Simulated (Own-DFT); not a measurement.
## Calculated data, SiC (4H silicon carbide, atoms displaced)

All values are calculated (Own-DFT development build). A calculation, not a measurement: plane-wave PBE density functional theory by an unreviewed code, no spin, of a simulated periodic cell, stress positive in tension, free energy of the whole cell less one offset for each atom, forces on such cells passed a denser k mesh, this cell's mesh not checked; offsets are fitted by least squares, one for each functional and potential file, so energies compare only between cells with the same atoms and settings and are not formation energies; the far tail of each file's local potential was reset to the Coulomb form; each entry is a single point on an unrelaxed cell, so the pressure reflects the starting lattice, mostly measured values (interpolated for alloys), from which strain is counted, and rises with the displacements; printed positions are rounded, which can move forces by about a meV/angstrom; the program, named Own-DFT, is a retired in-house code; no spin-orbit coupling.

Common to all runs: functional PBE; potential files PseudoDojo norm-conserving, scalar-relativistic, standard set; wave cutoff 42 hartree; occupations Fermi-Dirac; smearing width 0.1 eV; hardware one NVIDIA H100; k mesh 4 x 4 x 3 centred on Gamma.

(1) SiC (4H silicon carbide, atoms displaced)

```xyz
72
Lattice="9.2481 0.0000 0.0000 -4.6241 8.0091 0.0000 0.0000 0.0000 10.0681" Properties=species:S:1:pos:R:3 SiC
Si     4.4691     8.0001     4.0463
Si     0.1181     1.8310     1.5638
C      9.1951     0.0345     0.9078
C     -0.0821     1.7143     3.4115
Si     7.6874     2.6766     4.1242
Si    -1.5481     4.4231     1.4905
C     -1.4668     2.7309     0.8882
C     -1.5664     4.5411     3.3414
Si     6.1687     5.3188     4.0080
Si    -3.1089     7.1445     1.4727
C     -3.0838     5.3792     0.9611
C     -3.1549     7.1060     3.5126
Si     3.0757     0.0709     4.1067
Si     3.0131     1.7637     1.5600
C     -1.5636     7.9022     0.9346
C      3.0905     1.8380     3.4310
Si     1.6506     2.6401     4.1732
Si     1.5602     4.5441     1.5342
C      1.4676     2.7127     0.8925
C      1.4695     4.4946     3.4353
Si    -0.0316     5.3059     4.0859
Si    -0.0071     7.2137     1.4689
C      0.0229     5.3493     0.8048
C     -0.0138     7.1366     3.4291
Si     6.1612     0.0705     4.0893
Si     6.0621     1.7230     1.5937
C      6.0887     0.0588     0.9511
C      6.1614     1.7668     3.5104
Si     4.5172     2.8311     4.0697
Si     4.4949     4.4798     1.5132
C      4.6244     2.7454     0.9276
C      4.6255     4.3860     3.5477
Si     3.1255     5.2881     3.9535
Si     3.0671     7.0745     1.5331
C      3.0918     5.3283     0.9817
C      3.1099     7.1244     3.3829
Si     4.5855     7.9322     9.1060
Si     4.5301     6.2237     6.6224
C      0.0819     0.0071     5.9620
C      4.6390     6.1350     8.5318
Si    -3.0364     5.4101     9.1079
Si     6.1937     3.5447     6.4876
C      6.1302     5.3331     5.9618
C      6.0707     3.4795     8.4510
Si    -1.5698     2.7409     9.0760
Si     7.7377     0.8801     6.5605
C      7.6813     2.6452     5.8691
C      7.6337     0.8550     8.4590
Si     1.4138     7.9525     9.1341
Si     1.5569     6.2349     6.5963
C      1.5218     8.0074     6.0261
C      1.3923     6.2400     8.4118
Si     3.0219     5.2914     9.1855
Si     3.0840     3.5413     6.6543
C      3.0974     5.3571     6.0156
C      3.0564     3.6117     8.4640
Si     4.6211     2.8052     9.2244
Si     4.5373     0.9346     6.6653
C      4.5746     2.7513     5.9887
C      4.5583     0.8602     8.5242
Si     3.0915     0.0422     9.1187
Si    -1.4669     6.2902     6.7209
C     -1.5063     7.9432     5.9941
C     -1.5492     6.3826     8.5090
Si    -0.0311     5.2910     9.0670
Si     0.0027     3.5554     6.5271
C     -0.0090     5.2923     5.9931
C      0.0629     3.5318     8.4565
Si     1.5418     2.6934     9.0760
Si     1.5037     0.7789     6.7020
C      1.5461     2.6577     6.0625
C      1.5843     0.8485     8.4759
```

```
free energy of cell above offsets : -4.205 eV
pressure                          : 5.87 GPa
stress xx                         : -5.52 GPa
stress yy                         : -5.66 GPa
stress zz                         : -6.44 GPa
stress yz                         : 0.31 GPa
stress xz                         : 0.14 GPa
stress xy                         : -0.41 GPa
wall time                         : 355.7 s
```

Force:
```
element  x (eV/Å)  y (eV/Å)  z (eV/Å)
     Si     4.244     0.243     0.811
     Si    -4.274    -1.156     0.111
      C     0.678    -0.425    -0.186
      C     1.598     1.788     1.191
     Si     0.297     0.529     -4.03
     Si     0.479     1.343     0.429
      C    -1.401     -1.88     0.288
      C     0.563    -2.164     1.509
     Si     0.167     1.472     1.782
     Si     -0.98    -0.575     2.794
      C    -0.999    -1.042      -1.1
      C     0.369     1.281     -1.58
     Si    -0.268    -2.209    -0.398
     Si     0.464     0.315    -0.809
      C    -0.375     3.402    -0.814
      C     0.057    -0.653     0.089
     Si    -3.415       0.7    -0.904
     Si    -2.536    -1.862     0.635
      C     3.409     0.748    -0.168
      C     1.953    -1.455     0.009
     Si    -0.666     1.988    -0.184
     Si     -0.51    -3.309     2.539
      C    -0.169     0.748     1.929
      C     0.149     0.294     0.042
     Si    -0.918    -2.389     0.588
     Si     2.574      2.98     0.417
      C     1.704    -1.614    -1.306
      C    -1.189     1.975    -1.001
     Si     1.903    -6.864      2.29
     Si      4.88    -0.919     2.106
      C    -1.321    -1.336     1.777
      C     0.099     4.859    -4.247
     Si    -2.003       1.9     2.918
     Si    -0.022     2.748      0.33
      C    -1.881     1.278    -1.462
      C    -2.518    -1.529     0.449
     Si     -0.29     1.382    -0.333
     Si     2.681    -0.111    -0.189
      C    -3.034    -0.853    -0.254
      C    -1.581     1.231    -0.239
     Si    -0.561    -1.731      0.11
     Si    -1.337      0.88      1.77
      C     1.009     0.449     0.176
      C     2.881     2.531    -0.523
     Si     0.264    -2.153     0.254
     Si    -0.688    -0.408     0.877
      C     1.006     0.184     2.805
      C     0.694     0.265     0.562
     Si     1.648     1.435    -1.112
     Si    -0.474    -0.278    -1.074
      C     0.039      0.66    -1.226
      C     2.311    -0.628      2.22
     Si     0.055     1.681    -2.251
     Si    -0.366     1.574    -0.997
      C    -1.544    -0.939    -1.727
      C     0.214    -1.037     2.202
     Si    -1.142    -2.601     -2.85
     Si      1.54    -0.136    -0.997
      C     0.361    -1.743    -0.741
      C     0.728      2.42     0.399
     Si    -0.691     0.405     1.018
     Si    -1.579    -2.116    -3.045
      C    -0.764     2.161     -0.22
      C     0.208    -3.545     0.614
     Si    -0.201     0.751    -0.496
     Si    -0.316    -0.549     1.212
      C     0.182      1.15    -0.504
      C    -2.358      0.49    -1.022
     Si     0.166     -1.29     0.164
     Si     1.968     1.562    -2.321
      C     0.506    -1.019    -1.094
      C    -1.677     0.716     1.988
```

(2) SiC (4H silicon carbide, atoms displaced)

```xyz
72
Lattice="9.2481 0.0000 0.0000 -4.6241 8.0091 0.0000 0.0000 0.0000 10.0681" Properties=species:S:1:pos:R:3 SiC
Si     4.6128     7.9762     4.0653
Si    -0.0640     1.6123     1.5706
C     -4.5584     7.9382     0.8463
C      0.0944     1.7050     3.5544
Si    -1.5331     2.6755     4.0673
Si    -1.5292     4.4184     1.6439
C      7.6162     2.7071     0.9525
C     -1.5083     4.3064     3.4204
Si     6.0602     5.3075     4.0428
Si    -3.1097     7.1568     1.4624
C     -3.0487     5.3184     0.9167
C     -3.1223     6.9491     3.4649
Si     2.9941     0.0538     3.9908
Si     3.0838     1.7394     1.5789
C      3.1238     0.0378     0.9909
C      3.0159     1.7550     3.4253
Si     1.5976     2.6389     4.1046
Si     1.6375     4.4343     1.5687
C      1.5527     2.6843     0.9366
C      1.5390     4.4351     3.4511
Si     0.0828     5.3571     4.0679
Si    -0.0961     7.2505     1.5542
C      0.0138     5.3684     0.9395
C      0.0363     7.1267     3.4638
Si     1.5313     8.0039     4.0930
Si     6.2030     1.8106     1.5727
C      6.0735     0.0195     0.9022
C      6.2220     1.6986     3.5918
Si     4.5444     2.6361     4.0351
Si     4.5639     4.3535     1.5048
C      4.5827     2.6663     0.9237
C      4.6839     4.4827     3.4599
Si     3.0759     5.2876     4.0332
Si     3.1492     7.0673     1.4606
C      3.1456     5.2789     1.0233
C      3.1840     7.2027     3.4441
Si     9.1411     0.0097     9.0937
Si     4.6708     6.2555     6.5735
C     -4.5951     7.9756     5.9804
C      4.5872     6.2151     8.5031
Si    -3.0531     5.3603     8.9642
Si     6.1868     3.6147     6.6126
C     -3.0345     5.3341     5.9764
C      6.2164     3.4817     8.4628
Si    -1.5340     2.6938     9.0742
Si     7.7625     0.9643     6.6675
C      7.6224     2.5861     5.9478
C      7.6975     0.8798     8.5251
Si     1.3498     7.9467     9.2325
Si     1.5053     6.2256     6.5074
C      6.1470     0.0350     5.9464
C      1.5743     6.2137     8.5143
Si     3.1223     5.3474     9.0474
Si     3.0396     3.5895     6.6809
C      3.0785     5.3582     5.8604
C      3.0719     3.5420     8.5256
Si     4.6264     2.6680     9.2011
Si     4.6037     0.9944     6.6298
C      4.5088     2.6569     5.8808
C      4.6421     0.9337     8.4703
Si     3.0980     0.0340     9.1522
Si    -1.5049     6.3214     6.6254
C      3.0096     0.0579     5.9650
C     -1.4928     6.3136     8.5392
Si    -0.0458     5.3184     9.1235
Si     0.0052     3.4942     6.6296
C      0.0509     5.3140     5.9510
C     -0.0200     3.6011     8.5413
Si     1.5786     2.6444     9.1798
Si     1.5886     0.9031     6.6779
C      1.4813     2.6961     5.9823
C      1.4645     0.7457     8.4924
```

```
free energy of cell above offsets : -4.650 eV
pressure                          : 5.67 GPa
stress xx                         : -4.82 GPa
stress yy                         : -6.62 GPa
stress zz                         : -5.57 GPa
stress yz                         : 0.86 GPa
stress xz                         : -0.64 GPa
stress xy                         : -0.03 GPa
wall time                         : 351.3 s
```

Force:
```
element  x (eV/Å)  y (eV/Å)  z (eV/Å)
     Si     2.047    -0.022     1.933
     Si     0.785     3.407      0.71
      C    -2.311     1.047     0.164
      C    -1.293     0.909    -2.003
     Si     0.726    -2.365     1.218
     Si     0.284     1.219    -2.272
      C     2.337    -1.261    -0.959
      C    -0.181     3.457      1.79
     Si     4.448    -1.161     1.829
     Si     1.759    -3.258     2.175
      C    -0.676     0.007    -0.935
      C     0.634      4.57    -1.859
     Si     0.846    -3.203     2.246
     Si    -0.944     1.873    -0.526
      C    -3.168     0.599    -1.909
      C     1.327     0.705    -0.561
     Si     -1.89     1.082      0.29
     Si    -2.798     0.507    -0.029
      C    -0.387    -1.585     0.808
      C     0.987    -0.701    -0.298
     Si    -2.192    -0.712    -0.072
     Si     3.578     -4.38     1.842
      C    -0.039    -0.069     0.591
      C     -1.56     0.506    -0.548
     Si     1.229    -0.861     0.402
     Si    -1.441    -1.081     1.192
      C     1.731     0.207     2.367
      C    -1.804     2.392    -3.196
     Si     2.124     0.433     0.602
     Si     3.396     2.343     1.708
      C     0.554    -1.561     1.399
      C    -3.739    -3.373    -1.757
     Si      0.86      1.66    -0.234
     Si    -1.434     0.588     2.256
      C    -1.135     1.236    -2.719
      C    -3.477    -2.531    -1.554
     Si     1.345    -1.159    -0.636
     Si    -1.261    -0.755    -0.069
      C    -0.007      1.52      0.18
      C      1.23     0.321     -1.17
     Si    -0.155    -0.683     2.851
     Si    -1.022    -1.965    -1.298
      C    -0.139     0.726     0.022
      C    -1.804     1.906     0.143
     Si     0.359    -1.283     1.621
     Si    -1.215    -3.263    -1.119
      C     1.591     2.818     0.443
      C     -1.62     0.705     0.305
     Si     3.218     0.358    -3.747
     Si     1.627     1.224     1.522
      C     0.068    -0.193      1.36
      C    -1.304    -0.034     -0.64
     Si    -1.438     -0.72     1.722
     Si     0.213     0.007    -2.484
      C     0.333    -0.263     2.337
      C     0.661     0.024     0.212
     Si     0.466     0.246    -2.463
     Si     0.283    -1.913     -1.85
      C     0.891     1.653     1.911
      C    -1.514     0.013     1.228
     Si    -0.576     0.319    -0.564
     Si     0.232    -0.925    -1.079
      C     1.938    -0.218    -0.526
      C    -0.481    -0.913    -1.268
     Si     1.656     0.935     0.866
     Si    -1.603     1.418    -0.393
      C    -1.792    -0.149     0.261
      C     0.853    -1.606    -0.899
     Si    -1.541     -0.27    -1.069
     Si    -1.986    -0.105    -1.728
      C     1.728    -0.971     0.615
      C     1.583     2.571     1.313
```

(3) SiC (4H silicon carbide, atoms displaced)

```xyz
72
Lattice="9.2481 0.0000 0.0000 -4.6241 8.0091 0.0000 0.0000 0.0000 10.0681" Properties=species:S:1:pos:R:3 SiC
Si     0.1977     0.0680     4.1161
Si     0.0354     1.7739     1.6581
C      4.5915     7.9765     0.9790
C      0.0616     1.7967     3.5022
Si    -1.3801     2.6844     4.2720
Si    -1.5186     4.4392     1.4939
C      7.6301     2.6844     0.9246
C     -1.5143     4.5204     3.4735
Si    -3.0892     5.3653     4.0960
Si    -3.0342     7.1416     1.5022
C      6.1284     5.3259     1.0167
C     -3.0366     7.2218     3.5022
Si     3.1048     0.0293     4.0526
Si     3.0925     1.8288     1.5069
C     -1.6142     7.9475     0.9895
C      3.1913     1.7675     3.5381
Si     1.5620     2.5828     4.0769
Si     1.5593     4.3745     1.5724
C      1.6174     2.6901     0.8955
C      1.7244     4.3961     3.4662
Si    -0.0748     5.3673     4.0182
Si     0.0183     7.1122     1.5777
C     -0.0866     5.3696     0.9416
C     -0.0806     7.1817     3.4659
Si     6.2096     0.0268     4.2171
Si     6.0716     1.8628     1.5804
C      6.2423     0.0517     0.9597
C      6.2115     1.8602     3.5058
Si     4.5889     2.7316     3.9899
Si     4.6199     4.3903     1.6094
C      4.7219     2.6882     1.0232
C      4.6773     4.4437     3.5922
Si     3.0588     5.3179     4.0518
Si     3.0999     7.1390     1.4747
C      3.0798     5.2894     0.9525
C      3.1506     7.0293     3.5013
Si     4.6116     7.9553     9.2127
Si     4.6143     6.2905     6.6576
C      9.1249     0.0805     5.9938
C      4.6062     6.1298     8.6487
Si    -3.0141     5.4443     9.1303
Si     6.1258     3.5625     6.5346
C     -2.9998     5.3843     5.8788
C      6.2119     3.5874     8.5814
Si     7.5807     2.6845     9.1631
Si     7.7460     0.9037     6.5505
C     -1.4484     2.7613     6.0288
C      7.7221     0.9276     8.6786
Si     6.1309     0.0017     9.1309
Si     1.6459     6.2552     6.6769
C      1.5604     7.9974     5.9725
C      1.5140     6.1101     8.4708
Si     3.1293     5.3959     9.1432
Si     3.0311     3.6025     6.6748
C      3.1616     5.3859     6.0492
C      3.0577     3.5262     8.5723
Si     4.6026     2.6772     9.0926
Si     4.5902     0.8319     6.5045
C      4.6583     2.7293     5.9225
C      4.5443     0.8466     8.4114
Si     3.1124     0.1023     9.1017
Si    -1.5000     6.2273     6.6245
C      3.0364     0.0132     5.9398
C     -1.6552     6.2400     8.4669
Si     0.0455     5.2714     9.0937
Si     0.0288     3.6234     6.5890
C      0.0331     5.3199     6.0551
C      0.1111     3.4761     8.4908
Si     1.6219     2.5351     9.0496
Si     1.6547     0.9422     6.6365
C      1.5850     2.6335     5.9851
C      1.4917     0.9809     8.5845
```

```
free energy of cell above offsets : -1.775 eV
pressure                          : 6.98 GPa
stress xx                         : -9.13 GPa
stress yy                         : -7.04 GPa
stress zz                         : -4.77 GPa
stress yz                         : -0.08 GPa
stress xz                         : 0.52 GPa
stress xy                         : -1.66 GPa
wall time                         : 349 s
```

Force:
```
element  x (eV/Å)  y (eV/Å)  z (eV/Å)
     Si    -4.469    -1.501     0.484
     Si    -0.996     0.355    -2.383
      C     2.155      1.26     0.125
      C     -0.52    -0.146    -0.141
     Si    -2.831     1.091    -4.096
     Si    -1.641    -0.067     2.127
      C     1.643    -0.191     1.402
      C    -0.863     -2.13    -0.838
     Si     1.082     0.729    -1.195
     Si    -3.261     -1.84     2.801
      C     0.879     0.579    -1.137
      C     0.705    -2.097    -1.738
     Si    -0.278     0.076     0.829
     Si     0.689    -1.562     2.028
      C     3.934     3.082    -2.389
      C    -2.729     0.162    -2.576
     Si     2.454     2.107     0.938
     Si    -0.246     1.951    -0.001
      C    -1.638    -1.291     0.394
      C    -4.815     -1.27    -0.765
     Si     2.857     0.698     1.753
     Si    -0.028     0.748     0.244
      C     2.697    -0.579    -0.684
      C     3.032    -1.239      0.11
     Si     0.114     -0.28    -4.584
     Si     5.246    -2.942     2.355
      C    -2.818     -0.29    -0.482
      C     0.445    -0.896     0.364
     Si     2.781    -1.112         3
     Si     0.152     2.443     0.812
      C    -4.808     0.209    -3.069
      C    -1.243     1.445    -2.888
     Si      3.02     1.053     2.219
     Si    -0.596    -1.768     3.437
      C    -0.003     0.709    -0.281
      C    -0.314     2.959    -0.893
     Si    -0.168     1.351    -0.814
     Si     1.436    -0.339    -0.422
      C     5.306    -1.903    -0.384
      C     1.993     3.266    -2.958
     Si    -2.557    -3.479     2.128
     Si     1.586     1.196     1.373
      C     -1.37    -0.017     3.101
      C    -2.727     1.077    -2.462
     Si     4.252    -0.563    -0.117
     Si    -2.562     2.321     3.188
      C    -1.777    -1.584     1.008
      C    -0.891    -1.655    -3.119
     Si      0.42     -0.41    -0.158
     Si    -1.407    -0.899    -1.785
      C    -0.171     0.374       2.4
      C     1.485      2.84     1.556
     Si    -3.002    -3.156      1.25
     Si     1.919    -0.406    -0.951
      C     -1.39     -0.91    -0.858
      C     1.192     0.951    -1.075
     Si     1.204     0.093     0.322
     Si     0.628     2.078     0.553
      C    -1.747    -1.589     0.622
      C     2.549     1.462     0.571
     Si    -2.425    -2.777     1.202
     Si    -0.637    -0.014    -0.885
      C     1.243    -1.001     0.249
      C     4.051     1.949    -0.101
     Si    -1.689    -0.583     0.468
     Si     1.338    -1.589     1.956
      C     0.769     2.201     -1.89
      C    -2.084     0.923     0.307
     Si    -1.783     6.756     2.984
     Si    -3.002    -0.634      0.66
      C    -0.568     1.474    -0.488
      C     0.799    -7.258    -2.709
```
